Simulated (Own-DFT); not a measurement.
## Calculated data, SiC (twinned 3C silicon carbide, atoms displaced), GaP (zincblende, atoms displaced), Si₃N₄ (beta silicon nitride, strained, atoms displaced)

A calculation, not a measurement: plane-wave PBE density functional theory by an unreviewed code, no spin, of a simulated periodic cell, stress positive in tension, free energy of the whole cell less one offset for each atom, forces on such cells passed a denser k mesh, this cell's mesh not checked; offsets are fitted by least squares, one for each functional and potential file, so energies compare only between cells with the same atoms and settings and are not formation energies; the far tail of each file's local potential was reset to the Coulomb form; each entry is a single point on an unrelaxed cell, so the pressure reflects the starting lattice, mostly measured values (interpolated for alloys), from which strain is counted, and rises with the displacements; printed positions are rounded, which can move forces by about a meV/angstrom; the program, named Own-DFT, is a retired in-house code; no spin-orbit coupling. Program: Own-DFT development build.

Common to all runs: functional PBE; potential files PseudoDojo norm-conserving, scalar-relativistic, standard set; wave cutoff 42 hartree; occupations Fermi-Dirac; smearing width 0.1 eV.

(1) SiC (twinned 3C silicon carbide, atoms displaced)

```
SiC
1.0
      4.3596    -4.3596     0.0000
      0.0000     4.3596    -4.3596
      8.7192     8.7192     8.7192
Si C Si C Si C Si C Si C Si C Si C Si C Si C Si C Si C Si C Si C Si C Si C Si C Si C Si C Si C Si C Si C Si C Si C Si C
1 1 1 1 1 1 1 1 1 1 1 1 1 1 1 1 1 1 1 1 1 1 1 1 1 1 1 1 1 1 1 1 1 1 1 1 1 1 1 1 1 1 1 1 1 1 1 1
Direct
  0.00386 0.98864 0.42463
  0.03294 0.01752 0.05799
  0.16290 0.33916 0.10972
  0.19610 0.32186 0.21640
  0.32553 0.18476 0.27563
  0.28301 0.15761 0.39209
  0.98808 0.47744 0.43353
  0.98645 0.49304 0.06232
  0.17567 0.86098 0.09377
  0.16163 0.82323 0.23605
  0.33252 0.65952 0.27607
  0.34453 0.69025 0.39922
  0.48702 0.98990 0.43438
  0.47689 0.01949 0.05694
  0.65656 0.30874 0.09654
  0.64761 0.30861 0.23357
  0.80643 0.17657 0.27488
  0.82683 0.14994 0.40149
  0.45858 0.47988 0.44255
  0.48763 0.47108 0.05486
  0.65196 0.82857 0.10365
  0.69840 0.82626 0.22030
  0.82579 0.65730 0.26507
  0.85029 0.66836 0.39112
  0.00011 0.98652 0.95048
  0.98422 0.00936 0.56136
  0.83416 0.64666 0.60445
  0.79663 0.67553 0.72945
  0.69038 0.85545 0.77759
  0.65456 0.81150 0.90051
  0.98391 0.47716 0.94069
  0.99414 0.51930 0.56261
  0.82449 0.16258 0.60602
  0.82857 0.16521 0.72846
  0.65413 0.31873 0.76315
  0.66875 0.34636 0.88934
  0.50025 0.02080 0.95098
  0.49316 0.00285 0.55969
  0.36706 0.69210 0.61837
  0.32420 0.64305 0.72575
  0.16222 0.82254 0.77253
  0.15686 0.85078 0.90351
  0.48017 0.47827 0.93433
  0.51605 0.50354 0.55918
  0.34405 0.20066 0.59675
  0.30038 0.13457 0.73135
  0.15862 0.29608 0.75954
  0.15703 0.31287 0.89369
```

```
k mesh                            : 5 x 5 x 2 centred on Gamma
free energy of cell above offsets : 10.310 eV
pressure                          : 12.91 GPa
stress xx                         : -11.65 GPa
stress yy                         : -14.09 GPa
stress zz                         : -12.97 GPa
stress yz                         : -1.84 GPa
stress xz                         : -3.33 GPa
stress xy                         : 0.27 GPa
```

Force:
```
element  x (eV/Å)  y (eV/Å)  z (eV/Å)
     Si    -3.204     6.949     7.256
      C    -0.236     7.501     2.481
     Si    -3.588    -4.208    -3.988
      C     1.492     8.548     1.396
     Si    -0.427    -4.704     2.806
      C     8.019    -4.212    -4.736
     Si     1.937     2.986    -1.132
      C     1.605      0.11     0.247
     Si     0.323     1.049      7.55
      C    -0.099    -1.598    -2.144
     Si    -0.984    -1.744    -1.984
      C    -3.492    -3.225     4.008
     Si     2.637     3.273    -1.552
      C     5.119    -1.512     6.301
     Si     3.793     5.105    -2.331
      C    -2.056     1.139    -3.763
     Si     2.677    -5.503     2.763
      C    -2.403    -0.456    -1.999
     Si     1.614    -1.955     -2.91
      C     1.874     3.113    -0.755
     Si    -0.538    -2.891    -0.571
      C    -1.801     5.787    -0.752
     Si     2.506    -1.327     1.888
      C    -3.114    -0.006     2.094
     Si    -6.446    -1.043    -5.243
      C     1.034    -2.855     0.082
     Si     0.305     5.279    -3.685
      C      1.77    -6.345     1.893
     Si    -2.442     2.882     2.103
      C     1.144     2.155    -1.548
     Si     0.023    -1.403    -2.959
      C      1.91    -5.885     2.202
     Si    -0.794    -0.376     -2.34
      C    -0.638     0.008    -0.447
     Si      0.86     3.034    -0.114
      C     0.106    -0.634     2.229
     Si    -6.669    -7.996     -4.98
      C     0.693     0.872    -0.053
     Si    -6.077    -3.341     -3.65
      C     3.551       4.1      2.77
     Si    -0.888     0.443     2.339
      C     0.656    -5.455     1.577
     Si    -0.144    -0.077    -1.486
      C     0.214     2.927    -1.208
     Si    -2.321    -0.688     6.131
      C     1.958     -5.04    -2.593
     Si     1.873     6.479    -0.921
      C    -1.332     0.739    -0.273
```

(2) GaP (zincblende, atoms displaced)

```
GaP
1.0
     10.9010     0.0000     0.0000
      0.0000    10.9010     0.0000
      0.0000     0.0000    10.9010
Ga P Ga P Ga P Ga P Ga P Ga P Ga P Ga P
4 4 4 4 4 4 4 4 4 4 4 4 4 4 4 4
Direct
  0.00973 0.01282 0.98599
  0.00679 0.23743 0.24459
  0.25144 0.00330 0.27190
  0.26286 0.26117 0.99277
  0.13486 0.11544 0.11299
  0.13152 0.38950 0.37013
  0.37637 0.11838 0.40028
  0.36400 0.37841 0.12603
  0.99600 0.01655 0.50061
  0.01328 0.25566 0.74434
  0.27058 0.99770 0.74238
  0.24172 0.25869 0.50572
  0.13163 0.10260 0.61802
  0.12487 0.37938 0.88189
  0.36942 0.11875 0.86477
  0.38606 0.37819 0.64730
  0.00881 0.50621 0.00993
  0.99152 0.74085 0.25133
  0.23855 0.51008 0.25701
  0.25560 0.74505 0.01049
  0.13037 0.60001 0.11338
  0.11680 0.88164 0.38389
  0.37736 0.62385 0.37737
  0.35739 0.86276 0.12289
  0.98922 0.49620 0.48955
  0.01475 0.74046 0.75521
  0.24759 0.49507 0.76309
  0.25582 0.73908 0.50562
  0.13125 0.61932 0.60713
  0.12264 0.86946 0.89968
  0.38369 0.62543 0.86083
  0.38086 0.87920 0.61276
  0.50338 0.98258 0.99983
  0.51069 0.25067 0.24437
  0.74544 0.99194 0.26077
  0.75835 0.25919 0.00269
  0.61959 0.13452 0.12862
  0.61903 0.37751 0.38674
  0.87347 0.11235 0.37835
  0.88526 0.37125 0.11503
  0.48755 0.00476 0.50275
  0.49089 0.23134 0.73563
  0.76726 0.00326 0.74723
  0.75707 0.25113 0.50566
  0.60933 0.12531 0.63396
  0.62519 0.36766 0.87721
  0.88829 0.11925 0.88307
  0.88853 0.36686 0.62497
  0.50579 0.49569 0.00650
  0.49331 0.74947 0.25630
  0.74665 0.50362 0.24495
  0.75877 0.74903 0.00162
  0.62465 0.62448 0.10758
  0.62979 0.87729 0.37384
  0.89018 0.62670 0.36490
  0.87656 0.88051 0.11765
  0.49934 0.50991 0.49322
  0.49135 0.75610 0.75375
  0.75013 0.51107 0.73951
  0.76194 0.75587 0.48451
  0.63239 0.62205 0.60753
  0.63488 0.87606 0.88351
  0.87986 0.62341 0.88358
  0.87598 0.84907 0.61746
```

```
k mesh                            : 3 x 3 x 3 centred on Gamma
free energy of cell above offsets : -24.385 eV
pressure                          : 5.24 GPa
stress xx                         : -5.51 GPa
stress yy                         : -5.27 GPa
stress zz                         : -4.94 GPa
stress yz                         : 0.09 GPa
stress xz                         : -1.35 GPa
stress xy                         : -0.56 GPa
```

Force:
```
element  x (eV/Å)  y (eV/Å)  z (eV/Å)
     Ga     0.433    -1.939     2.293
     Ga     0.102     0.427    -0.123
     Ga    -0.344    -0.474    -1.235
     Ga     -0.97    -1.491    -0.176
      P     0.947     1.283     1.481
      P    -1.682    -2.781     1.121
      P    -1.629     3.395    -3.579
      P     1.557     0.454     1.176
     Ga     -0.27    -2.988     0.606
     Ga     0.651    -1.687     0.797
     Ga    -2.266    -1.367     0.285
     Ga     0.843       0.1     0.609
      P     0.317     2.614       1.5
      P    -0.351    -0.547    -0.324
      P     1.306     0.667     2.089
      P     -1.48     0.841    -2.379
     Ga    -3.172    -2.455    -2.836
     Ga     2.717     2.855    -2.628
     Ga     2.214    -0.094    -0.701
     Ga    -1.285    -2.278    -2.303
      P      1.88     4.619     2.605
      P     0.421    -1.452    -0.479
      P    -0.844     0.291    -0.801
      P     2.684     2.576     2.742
     Ga      1.14     -0.15     0.656
     Ga    -0.148     0.198    -0.149
     Ga     0.229     0.754    -1.353
     Ga    -0.135     1.988        -1
      P    -1.043    -1.239     2.343
      P      1.29      -0.7    -2.793
      P     -1.12    -0.678     2.329
      P    -0.597    -2.333     1.444
     Ga    -0.985     1.266     0.716
     Ga    -2.055      1.12     1.773
     Ga     0.743     1.103    -2.387
     Ga    -0.819    -1.205    -0.722
      P     1.683    -2.247    -1.337
      P      1.16    -0.444    -1.336
      P    -0.802     2.256    -0.996
      P    -0.044       0.5     2.101
     Ga     3.846    -1.299     0.598
     Ga     -0.59     2.097     3.269
     Ga    -0.865    -0.845    -0.176
     Ga    -1.034    -0.591    -0.185
      P     4.172    -2.177    -2.423
      P    -0.072     0.215    -1.168
      P    -2.116     2.739    -2.449
      P    -1.223      1.25    -0.089
     Ga    -1.013    -0.732    -1.355
     Ga     0.864     0.302    -1.335
     Ga     0.174    -0.519    -0.079
     Ga    -0.169     0.317     -0.09
      P     0.292     0.827     2.393
      P    -2.126    -0.814     1.007
      P    -3.357    -1.859       1.3
      P      0.33     0.033     0.986
     Ga    -0.137    -1.417     1.563
     Ga     2.097     0.795    -1.174
     Ga     0.323    -1.291     1.194
     Ga      -1.2    -1.507    -0.412
      P    -0.229     1.659     0.595
      P     0.091    -0.439    -1.655
      P     0.188    -0.354    -1.199
      P     1.476      2.85     1.854
```

(3) Si₃N₄ (beta silicon nitride, strained, atoms displaced)

```
Si3N4
1.0
      7.5827    -0.1482     0.0780
     -3.9197     6.6006    -0.1297
      0.0896    -0.1202     8.7061
Si N Si N Si N
6 8 6 8 6 8
Direct
  0.16812 0.77235 0.09757
  0.22659 0.40375 0.08558
  0.60374 0.83526 0.08001
  0.83738 0.22755 0.26004
  0.77753 0.59600 0.25395
  0.38420 0.16271 0.25574
  0.32742 0.03084 0.08661
  0.96673 0.30251 0.08394
  0.69109 0.67263 0.08996
  0.66088 0.96460 0.25606
  0.03683 0.69718 0.25333
  0.29892 0.33747 0.24958
  0.34647 0.67850 0.07717
  0.65923 0.32855 0.24731
  0.15965 0.76661 0.42309
  0.23921 0.40453 0.40401
  0.60153 0.82019 0.42256
  0.83986 0.24634 0.59319
  0.77961 0.59458 0.58266
  0.39785 0.16894 0.59194
  0.32910 0.03337 0.42079
  0.97979 0.30317 0.41616
  0.70170 0.66567 0.41703
  0.67022 0.95800 0.57617
  0.01712 0.69651 0.58703
  0.30083 0.33394 0.57763
  0.31991 0.66322 0.43215
  0.66010 0.33073 0.58626
  0.17059 0.76797 0.74784
  0.24378 0.40537 0.75491
  0.60402 0.82880 0.75605
  0.83772 0.23036 0.91920
  0.76810 0.59834 0.93135
  0.41608 0.17120 0.91791
  0.34714 0.04589 0.75608
  0.97378 0.30441 0.75076
  0.69565 0.66773 0.74919
  0.66235 0.95513 0.90665
  0.02687 0.70276 0.91702
  0.29772 0.34206 0.90335
  0.33592 0.68071 0.75455
  0.66427 0.33030 0.91896
```

```
k mesh                            : 3 x 3 x 3 centred on Gamma
free energy of cell above offsets : -0.015 eV
pressure                          : 13.54 GPa
stress xx                         : -10.75 GPa
stress yy                         : -9.22 GPa
stress zz                         : -20.66 GPa
stress yz                         : -7.51 GPa
stress xz                         : 1.71 GPa
stress xy                         : -9.55 GPa
```

Force:
```
element  x (eV/Å)  y (eV/Å)  z (eV/Å)
     Si     4.239    -0.453    -5.997
     Si     1.348     3.027    -2.205
     Si    -0.715     -0.48     1.206
     Si    -4.619    -0.499    -1.544
     Si    -2.756    -2.327    -1.111
     Si     2.434     2.971    -0.219
      N    -0.898     0.035    -0.656
      N     0.847    -0.313     1.537
      N     2.236    -0.479     1.116
      N     1.151     0.921    -0.468
      N    -2.134    -0.865     1.739
      N     2.607    -2.524     -4.31
      N    -3.367    -2.406     1.093
      N     1.299     0.379     0.563
     Si      4.36     0.465     0.265
     Si    -2.292     3.144     6.984
     Si    -2.409    -1.658    -2.734
     Si     -2.64    -2.927    -3.503
     Si     -8.34    -3.118     1.001
     Si    -0.304       2.7    -1.544
      N    -1.143    -2.065     0.106
      N    -0.957    -0.309     1.836
      N     0.651     0.084     0.559
      N     0.608     4.629     4.869
      N     5.678     2.887     0.058
      N     0.697    -1.046      0.32
      N     1.306     0.448    -1.362
      N     2.593      0.51    -0.092
     Si     1.763     0.614     1.935
     Si     -3.66     4.301    -6.493
     Si    -0.826    -3.913    -7.653
     Si    -3.487    -0.551    -1.421
     Si    -0.873    -1.258    -3.654
     Si    -3.215      1.34     2.317
      N    -1.265    -4.842    -2.165
      N     1.204     0.508     1.858
      N     1.369    -0.576     1.271
      N     1.014     7.034     6.958
      N     0.781     0.547     1.439
      N     4.492    -3.749     7.905
      N     0.033    -2.124    -0.366
      N      3.19     1.937     0.561
```

(4) GaP (zincblende, atoms displaced)

```
GaP
1.0
     10.9010     0.0000     0.0000
      0.0000    10.9010     0.0000
      0.0000     0.0000    10.9010
Ga P Ga P Ga P Ga P Ga P Ga P Ga P Ga P
4 4 4 4 4 4 4 4 4 4 4 4 4 4 4 4
Direct
  0.00097 0.99685 0.99862
  0.99775 0.25199 0.27422
  0.26228 0.99679 0.23501
  0.26357 0.23434 0.98780
  0.12318 0.12044 0.13389
  0.12514 0.36214 0.38807
  0.36933 0.12602 0.37186
  0.38625 0.38676 0.11737
  0.99902 0.99056 0.48830
  0.00771 0.24017 0.75906
  0.25026 0.00673 0.75811
  0.24389 0.24769 0.49709
  0.12399 0.11865 0.64598
  0.10233 0.38301 0.86096
  0.38473 0.12675 0.88652
  0.37126 0.36818 0.63361
  0.99739 0.48656 0.00401
  0.99016 0.74536 0.25895
  0.23685 0.48237 0.24129
  0.25141 0.75049 0.00380
  0.11621 0.62472 0.13646
  0.12745 0.88297 0.37057
  0.37861 0.61115 0.38865
  0.37831 0.85309 0.12316
  0.00927 0.47900 0.50236
  0.99573 0.75387 0.74211
  0.24334 0.49980 0.74991
  0.25565 0.75887 0.50064
  0.13255 0.63335 0.63795
  0.12062 0.87631 0.87583
  0.38210 0.60880 0.88004
  0.36801 0.86830 0.61201
  0.48236 0.99192 0.99706
  0.49767 0.23972 0.24589
  0.75511 0.00034 0.24885
  0.75622 0.24567 0.01427
  0.62953 0.13668 0.14215
  0.63351 0.38388 0.37722
  0.87338 0.15344 0.39019
  0.85771 0.38323 0.12623
  0.48741 0.00882 0.50292
  0.50130 0.23615 0.75389
  0.74205 0.99552 0.75492
  0.74819 0.23871 0.51649
  0.63569 0.13411 0.62107
  0.60739 0.37765 0.88773
  0.87763 0.11009 0.88352
  0.87827 0.38727 0.63614
  0.48552 0.51641 0.01527
  0.49722 0.73568 0.25190
  0.74852 0.49003 0.24519
  0.74136 0.74434 0.01059
  0.61627 0.62264 0.12320
  0.63233 0.87283 0.37555
  0.86320 0.59867 0.38064
  0.88233 0.88885 0.12064
  0.48418 0.50406 0.49776
  0.48829 0.75276 0.76198
  0.74466 0.50200 0.75300
  0.74554 0.76616 0.50308
  0.62827 0.62429 0.61745
  0.62206 0.87020 0.86368
  0.85212 0.63927 0.86656
  0.87441 0.87075 0.63772
```

```
k mesh                            : 3 x 3 x 3 centred on Gamma
free energy of cell above offsets : -23.304 eV
pressure                          : 5.39 GPa
stress xx                         : -5.68 GPa
stress yy                         : -5.03 GPa
stress zz                         : -5.46 GPa
stress yz                         : 0.6 GPa
stress xz                         : 0.67 GPa
stress xy                         : 0.59 GPa
```

Force:
```
element  x (eV/Å)  y (eV/Å)  z (eV/Å)
     Ga     1.381     0.446       0.3
     Ga     0.225     0.551    -2.956
     Ga    -0.532    -0.318     0.697
     Ga    -3.186     3.352     2.476
      P     0.129     0.958    -0.864
      P     0.711     1.338    -1.898
      P    -0.053    -0.105    -0.198
      P    -2.591    -3.407     1.889
     Ga    -0.817     1.353      1.73
     Ga    -2.463     0.033     -0.54
     Ga     0.806    -1.312     0.171
     Ga     1.138    -1.339     2.309
      P     0.014     0.089    -2.988
      P     2.598    -0.346     1.649
      P     0.275    -1.834    -2.713
      P    -0.003    -0.134    -0.704
     Ga    -0.899     1.924     0.109
     Ga    -0.492     0.009     0.409
     Ga     0.811     0.643     0.809
     Ga    -1.386    -1.582    -1.181
      P     0.345    -0.329    -1.199
      P     0.564    -1.281    -0.629
      P    -3.709     2.935    -3.703
      P     0.312     1.703     0.742
     Ga     -0.94     2.455     1.025
     Ga     0.647    -1.153     1.852
     Ga      0.68    -0.456     0.497
     Ga    -2.141    -2.186     -1.73
      P    -0.527    -0.198    -2.018
      P     0.904     -0.64     0.009
      P    -2.583     2.317    -1.611
      P     1.869     2.455     3.337
     Ga      2.72    -0.871     1.116
     Ga    -0.355      2.66      1.52
     Ga    -0.002     0.677     0.817
     Ga    -0.974    -0.102    -1.733
      P     0.179    -2.611     -1.94
      P    -1.918    -1.832     0.921
      P     0.006    -4.236     -0.48
      P     3.313    -1.812    -0.568
     Ga     1.418    -0.579    -0.262
     Ga     0.684     1.789    -0.186
     Ga     0.838      0.78    -0.515
     Ga      1.68     5.227    -1.576
      P    -3.472    -3.513     2.769
      P     1.357    -0.439    -0.417
      P    -1.142     1.725     -0.72
      P    -0.248    -2.287     0.185
     Ga      2.43    -0.833     -1.21
     Ga     0.538     0.197     1.412
     Ga    -1.627     1.861     0.814
     Ga     0.526     1.414    -0.577
      P     1.471      0.22     1.351
      P    -1.651     1.199    -0.986
      P     1.262     2.293      0.48
      P    -1.344    -2.292      1.23
     Ga     3.784    -2.806     2.957
     Ga     0.327     -1.18    -1.954
     Ga    -1.135    -0.292     0.123
     Ga     0.851    -2.238     0.656
      P    -1.337     0.354     0.715
      P    -0.691     0.474     2.283
      P     2.056    -0.685     1.047
      P    -0.635     1.796    -2.352
```
